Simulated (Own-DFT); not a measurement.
# Which defects push the lattice out? C11b WSi2

No measurement is shown. These are fixed-geometry runs of a retired plane-wave code named Own-DFT, which no person has reviewed; spin and spin-orbit coupling are neglected.

Method: PBE; PseudoDojo norm-conserving scalar-relativistic files; cutoff 50 hartree; 5 x 5 x 5 k mesh centred on Gamma; cold (Marzari-Vanderbilt) smearing of 0.2 eV.

Limits: forces on such cells failed a check on a denser k mesh; stress not checked against mesh or cutoff.

All runs share one cell, with vectors in Å (-2.148, -5.953, 3.409); (-6.444, 2.976, 1.136); (-2.553, -2.948, -6.757) and a volume of 403.2 Å³. u is the rms random offset of the atoms per axis. The defect's site can differ from row to row.

| cell | formula | u (Å) | P (GPa) |
|---|---|---|---|
| no defect | Si20W10 | 0.0196 | 4.64 |
| no defect | Si20W10 | 0.0215 | 4.41 |
| no defect | Si20W10 | 0.0509 | 6.37 |
| one Si on a W site | Si21W9 | 0.0278 | 5.97 |
| one Si on a W site | Si21W9 | 0.0286 | 6.17 |
| one Si on a W site | Si21W9 | 0.0568 | 8.08 |
| one W on a Si site | Si19W11 | 0.0277 | 9.53 |
| one W on a Si site | Si19W11 | 0.0292 | 9.70 |
| one W on a Si site | Si19W11 | 0.0525 | 11.01 |
| one Si vacancy | Si19W10 | 0.0279 | 3.13 |
| one Si vacancy | Si19W10 | 0.0309 | 2.90 |
| one Si vacancy | Si19W10 | 0.0515 | 3.63 |
| one W vacancy | Si20W9 | 0.0277 | 3.38 |
| one W vacancy | Si20W9 | 0.0311 | ? |
| one W vacancy | Si20W9 | 0.0502 | 4.92 |
| one W vacancy | Si20W9 | 0.0507 | 3.77 |

## Worked fit

P = P0 + c u² + a shift for each defect gives P0 = 4.35 GPa, c = 689 ± 101 GPa/Å² and a scatter of 0.38 GPa. The shifts, and each times the cell's volume:

- one W on a Si site: 4.72 ± 0.31 GPa, 11.9 eV
- one Si on a W site: 1.28 ± 0.31 GPa, 3.2 eV
- one W vacancy: -1.68 ± 0.32 GPa, -4.2 eV
- one Si vacancy: -2.14 ± 0.31 GPa, -5.4 eV

A positive shift means that the defect pushes the cell outwards. Shift times volume (160.2 GPa Å³ is 1 eV) depends little on the cell's size, so, taken for each site, it can be compared between cells at like pressure. The atoms around the defects weren't relaxed, which would change these numbers.

## The run left out

Q: what pressure belongs in the blank (one W vacancy, u = 0.0311 Å)?

The fit gives 3.34 ± 0.45 GPa. The run itself gave 3.63 GPa.
